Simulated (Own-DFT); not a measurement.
# Which defects push the lattice out? B20 RuSi

Calculated, not measured: single-point runs of Own-DFT, a retired in-house plane-wave DFT program that no person has reviewed, on unrelaxed cells, without spin or spin-orbit coupling.

Settings: PBE; PseudoDojo norm-conserving scalar-relativistic files; cutoff 50 hartree; 5 x 4 x 5 k mesh centred on Gamma; cold (Marzari-Vanderbilt) smearing of 0.2 eV.

Limits (not all hold for every row): not probed for a lower state with spin; forces on such cells failed a check on a denser k mesh; stress not checked against mesh or cutoff.

All runs share one cell, with vectors in Å (4.709, 0.000, 4.709); (0.000, 9.417, 0.000); (-4.709, 0.000, 4.709) and a volume of 417.6 Å³. u is the rms random offset of the atoms per axis. The defect's site can differ from row to row.

| cell | formula | u (Å) | P (GPa) |
|---|---|---|---|
| no defect | Ru16Si16 | 0.0209 | 4.67 |
| no defect | Ru16Si16 | 0.0480 | 6.85 |
| no defect | Ru16Si16 | 0.0527 | 7.16 |
| one Ru vacancy | Ru15Si16 | 0.0280 | 3.40 |
| one Ru vacancy | Ru15Si16 | 0.0283 | 2.76 |
| one Ru vacancy | Ru15Si16 | 0.0564 | 3.89 |
| one Si on a Ru site | Ru15Si17 | 0.0314 | 5.34 |
| one Si on a Ru site | Ru15Si17 | 0.0466 | 7.14 |
| one Si on a Ru site | Ru15Si17 | 0.0557 | 7.15 |
| one Ru on a Si site | Ru17Si15 | 0.0275 | 7.91 |
| one Ru on a Si site | Ru17Si15 | 0.0297 | 8.36 |
| one Ru on a Si site | Ru17Si15 | 0.0514 | 9.48 |
| one Si vacancy | Ru16Si15 | 0.0306 | 2.46 |
| one Si vacancy | Ru16Si15 | 0.0332 | ? |
| one Si vacancy | Ru16Si15 | 0.0456 | 3.73 |
| one Si vacancy | Ru16Si15 | 0.0479 | 3.27 |

## Worked fit

P = P0 + c u² + a shift for each defect gives P0 = 4.88 GPa, c = 734 ± 132 GPa/Å² and a scatter of 0.47 GPa. The shifts, and each times the cell's volume:

- one Ru on a Si site: 2.66 ± 0.38 GPa, 6.9 eV
- one Si on a Ru site: 0.14 ± 0.38 GPa, 0.4 eV (not resolved)
- one Ru vacancy: -2.69 ± 0.38 GPa, -7.0 eV
- one Si vacancy: -3.02 ± 0.38 GPa, -7.9 eV

Positive is outwards. The product with the volume (160.2 GPa Å³ to the eV) is nearly free of the cell's size; divided by the bulk modulus at the cell's pressure it gives the volume that the defect adds. The atoms around the defects weren't relaxed, which would change these numbers.

## Check

Asked: what pressure belongs in the blank (one Si vacancy, u = 0.0332 Å)?

The fitted form gives 2.66 ± 0.55 GPa. Computed: 2.94 GPa.
